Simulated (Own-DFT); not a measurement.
# One host, several defects: 4H SiC

Everything here is calculated. The program is Own-DFT (plane waves, in-house, since retired, never reviewed by a person); positions were held fixed, and spin and spin-orbit coupling were off.

Method: PBE; PseudoDojo norm-conserving scalar-relativistic files; cutoff 42 hartree; 4 x 4 x 3 k mesh centred on Gamma; Fermi-Dirac smearing of 0.1 eV.

Known weak points (not all hold for every row): not probed for a lower state with spin; forces on such cells failed a check on a denser k mesh; forces on such cells passed a denser k mesh, each cell not checked; stress not checked against mesh or cutoff.

All runs share one cell, with vectors in Å (9.248, 0.000, 0.000); (-4.624, 8.009, 0.000); (0.000, 0.000, 10.068) and a volume of 745.7 Å³. Atoms were moved at random from their sites; u is the rms move along one axis. The defect's site can differ from row to row.

```
                                     cell     formula   u (Å)  P (GPa)
                                no defect     C36Si36  0.0312     3.95
                                no defect     C36Si36  0.0547     5.54
                                no defect     C36Si36  0.0619     6.24
                 two Al on a Si site each  Al2C36Si34  0.0288     5.74
                 two Al on a Si site each  Al2C36Si34  0.0308     5.95
                 two Al on a Si site each  Al2C36Si34  0.0460     6.83
                            one C vacancy     C35Si36  0.0291     3.55
                            one C vacancy     C35Si36  0.0301     3.39
                            one C vacancy     C35Si36  0.0502     4.91
                   two N on a C site each   C34N2Si36  0.0284     2.73
                   two N on a C site each   C34N2Si36  0.0287        ?
                   two N on a C site each   C34N2Si36  0.0455     3.53
                   two N on a C site each   C34N2Si36  0.0483     3.79
one Al on a Si site and one N on a C site  AlC35NSi35  0.0490     5.12
one Al on a Si site and one N on a C site  AlC35NSi35  0.0491     5.33
one Al on a Si site and one N on a C site  AlC35NSi35  0.0508     5.20
```

## Analysis

P = P0 + c u² + a shift for each defect gives P0 = 3.18 GPa, c = 795 ± 36 GPa/Å² and a scatter of 0.11 GPa. The shifts, and each times the cell's volume:

- two Al on a Si site each: 1.96 ± 0.10 GPa, 9.1 eV (4.6 eV for each of its 2 sites)
- one Al on a Si site and one N on a C site: 0.08 ± 0.09 GPa, 0.4 eV (not resolved)
- one C vacancy: -0.36 ± 0.10 GPa, -1.7 eV
- two N on a C site each: -1.21 ± 0.09 GPa, -5.6 eV (-2.8 eV for each of its 2 sites)

A positive shift means that the defect pushes the cell outwards. Shift times volume (160.2 GPa Å³ is 1 eV) depends little on the cell's size, so, taken for each site, it can be compared between cells at like pressure. The atoms around the defects weren't relaxed, which would change these numbers.

## Test on the hidden row

Q: what pressure belongs in the blank (two N on a C site each, u = 0.0287 Å)?

The fitted form gives 2.62 ± 0.13 GPa. The run itself gave 2.60 GPa.
